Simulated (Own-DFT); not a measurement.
# How strain changes the stress of wurtzite GaN, 96 atoms (Ga48N48)

Calculated results; nothing here was measured. They come from Own-DFT, an in-house plane-wave density functional program, since retired, whose code no person has reviewed. Each row is one single-point run on a periodic cell that was not relaxed, without spin or spin-orbit coupling.

Settings of every run: PBE; PseudoDojo norm-conserving scalar-relativistic files (stringent for Ga); cutoff 96 hartree; 3 x 4 x 3 k mesh centred on Gamma; Gaussian smearing of 0.01 eV.

Known limits: forces on such cells passed a denser k mesh, each cell not checked; stress not checked against mesh or cutoff.

Unstrained cell vectors in Å: (12.756, 0.000, 0.000); (-4.784, 8.285, 0.000); (0.000, 0.000, 10.370). The unstrained cell has measured lattice constants (interpolated for alloys), not those of this functional. That, the random moves and any unrelaxed bonds set the pressure at no strain. Each run strains this cell uniformly, with the atoms carried along. Every atom was also moved at random, by a Gaussian of width 0.05 Å on each axis. Strain is the symmetric tensor, in per cent. Stress is positive in tension, and the pressure is minus a third of its trace.

| run | e_xx (%) | e_yy (%) | e_zz (%) | e_yz (%) | e_xz (%) | e_xy (%) | s_xx (GPa) | s_yy (GPa) | s_zz (GPa) | s_yz (GPa) | s_xz (GPa) | s_xy (GPa) | P (GPa) | E (meV/atom) |
|---|---|---|---|---|---|---|---|---|---|---|---|---|---|---|
| 1 | 0.17 | -0.04 | -0.25 | -0.96 | -0.21 | -1.49 | -7.21 | -7.16 | -7.91 | -2.16 | -1.09 | -5.21 | 7.43 | 6.0 |
| 2 | 0.41 | -0.24 | -0.91 | 1.29 | 0.02 | -1.37 | -4.87 | -9.21 | -11.13 | 2.30 | -0.08 | -4.43 | 8.41 | 6.2 |
| 3 | -1.81 | 0.82 | -0.48 | 0.20 | -0.20 | -0.50 | -14.71 | -4.96 | -10.19 | -0.12 | -0.10 | -0.43 | 9.95 | 7.1 |
| 4 | 1.48 | -1.45 | -1.29 | 1.97 | 1.75 | 1.75 | -5.64 | -11.63 | -14.12 | 3.22 | 3.91 | 6.44 | 10.46 | 39.3 |
| 5 | 1.32 | -0.96 | 1.77 | 0.65 | -0.78 | -0.59 | -0.78 | -10.00 | 0.77 | 1.71 | -1.71 | 0.16 | 3.34 | 2.5 |
| 6 | -0.95 | 1.66 | 1.46 | -1.37 | -0.38 | -1.22 | -8.73 | 0.47 | -1.34 | -2.33 | -1.14 | -2.35 | 3.20 | 3.5 |
| 7 | -0.26 | -0.78 | -0.72 | -1.96 | 0.41 | -1.36 | -10.23 | -11.35 | -10.96 | -4.44 | 1.60 | -4.17 | 10.85 | 15.4 |
| 8 | -1.70 | -1.15 | 0.39 | -1.12 | -1.10 | -1.43 | -16.63 | -13.93 | -8.48 | -2.58 | -2.87 | -4.25 | 13.01 | 43.6 |
| 9 | 1.50 | -1.53 | 1.78 | -0.55 | -0.05 | 0.58 | -1.11 | -10.88 | -0.03 | -1.75 | 0.04 | 1.09 | 4.01 | 1.5 |
| 10 | -0.99 | -1.85 | 0.80 | 1.79 | 0.86 | 1.76 | -13.20 | -16.08 | -6.16 | 3.88 | 1.32 | 4.67 | 11.81 | 34.7 |
| 11 | 0.21 | -1.20 | 0.66 | 0.34 | 1.45 | 0.21 | -7.77 | -9.87 | -5.34 | 0.12 | 3.51 | 0.46 | 7.66 | 4.0 |
| 12 | -0.69 | 0.94 | 0.65 | -0.85 | 0.56 | 1.57 | -7.49 | -3.47 | -4.79 | -1.76 | 1.15 | 4.06 | 5.25 | 0.0 |
| 13 | 0.52 | -1.85 | -1.14 | -0.19 | 1.02 | 1.31 | -7.78 | -15.31 | -14.72 | -0.37 | 1.55 | 4.08 | 12.60 | 36.0 |
| 14 | 1.53 | -0.36 | -0.58 | 0.35 | -0.32 | 1.83 | -3.10 | -6.59 | -9.72 | 0.59 | -1.03 | 6.46 | 6.47 | 16.1 |
| 15 | 0.86 | -0.91 | 1.50 | 0.32 | -1.81 | 0.92 | -4.15 | -9.07 | -1.66 | 0.63 | -3.62 | 2.89 | 4.96 | 16.1 |
| 16 | -0.24 | -1.09 | 1.18 | 0.65 | -1.09 | 1.03 | -7.97 | -11.14 | -4.02 | 1.05 | -2.71 | 4.44 | 7.71 | 12.2 |
| 17 | -1.40 | -0.58 | 0.21 | 1.94 | -1.13 | -1.48 | ? | ? | ? | ? | ? | ? | ? | ? |

E is the free energy for each atom above the lowest run shown.

## Worked fit

Each stress component was fitted by least squares to a constant and the strains of the runs shown, as fractions, with shears doubled. Shear strains stay in the fit of a normal stress only where such slopes are resolved. The slopes, in GPa:

```
stress  at no strain  per e_xx  per e_yy  per e_zz  scatter
  s_xx          -7.4  421 ± 26  127 ± 28   96 ± 24     1.00
  s_yy          -6.9  110 ± 21  442 ± 22   51 ± 19     0.80
  s_zz          -7.7   70 ± 15   82 ± 16  438 ± 14     0.59
```

Each shear stress against twice its own strain: yz 103 ± 6, xz 114 ± 8, xy 149 ± 12 GPa. These are stiffnesses along x, y and z of the frame in which the cell vectors are given, which need not be the crystal's axes. The atoms are held to the strained lattice; where symmetry lets them move under strain, relaxing them would lower some slopes. The table should be nearly symmetric about its diagonal, and what it lacks of that shows the noise. A ninth of its sum, 204 ± 6 GPa, estimates the bulk modulus near the mean pressure of these runs, 7.9 GPa, so it lies above the value at zero pressure.

## Withheld run

Question: what normal stresses and pressure should run 17 give?

The fit gives s_xx = -13.9, s_yy = -10.9, s_zz = -8.3 and P = 11.0 GPa. The calculation gave -15.16, -12.19, -7.24 and P = 11.53 GPa.
